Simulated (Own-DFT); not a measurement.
# A layer strained by its substrate: wurtzite AlGaN with randomly placed atoms, 96 atoms (Al36Ga12N48)

Everything here is calculated. The program is Own-DFT (plane waves, in-house, since retired, never reviewed by a person); positions were held fixed, and spin and spin-orbit coupling were off.

Settings: PBE; PseudoDojo norm-conserving scalar-relativistic files (stringent for Ga); cutoff 96 hartree; 3 x 4 x 3 k mesh centred on Gamma; Gaussian smearing of 0.01 eV.

Limits: k mesh not checked against a denser one; stress not checked against mesh or cutoff.

Unstrained cell vectors in Å: (12.525, 0.000, 0.000); (-4.697, 8.135, 0.000); (0.000, 0.000, 10.066). The unstrained cell has measured lattice constants (interpolated for alloys), not those of this functional. That, the random moves and any unrelaxed bonds set the pressure at no strain. Each run strains x and y alike by e, as a substrate would, and holds the height along z. All atoms carry random offsets, Gaussian with a width of 0.05 Å per axis. The random placing of the alloy's atoms differs from row to row. Stress is positive in tension.

```
e (%)  u (Å)  (s_xx + s_yy)/2 (GPa)  s_zz (GPa)
-3.00  0.050                 -26.54      -11.36
-2.75  0.048                 -24.59      -10.96
-2.25  0.052                 -21.27       -9.86
-1.75  0.049                 -17.91       -8.41
-1.00  0.048                 -12.30       -6.73
 1.00  0.047                  -0.11       -5.71
 1.25  0.049                   0.67       -4.30
 1.50  0.049                   1.40       -3.84
 1.75  0.053                      ?           ?
 2.75  0.049                   7.41       -2.54
```

## Working it out

With e as a fraction, the in-plane stress is -6.2 + 586 e - 3206 e² GPa (errors 7 and 460, scatter 0.38), and s_zz is -6.4 + 150 e GPa (slope ± 11, scatter 0.66). At e = 0 the first slope is C11 + C12 and the second 2 C13, both with the ions held to the strained lattice and at the cell's own pressure. The term in e² is negative: the layer stiffens under compression and softens under tension. A free layer would change its height as e changes, and the in-plane slope would drop by 2 C13²/C33 to the biaxial modulus. At fixed height, a misfit of 1 % moves the in-plane stress by about 5.9 GPa and s_zz by 1.5 GPa.

## The run left out

Question: what are the two stresses at e = 1.75 %?

The fit gives 3.0 and -3.8 GPa. Computed: 2.45 and -3.86 GPa.
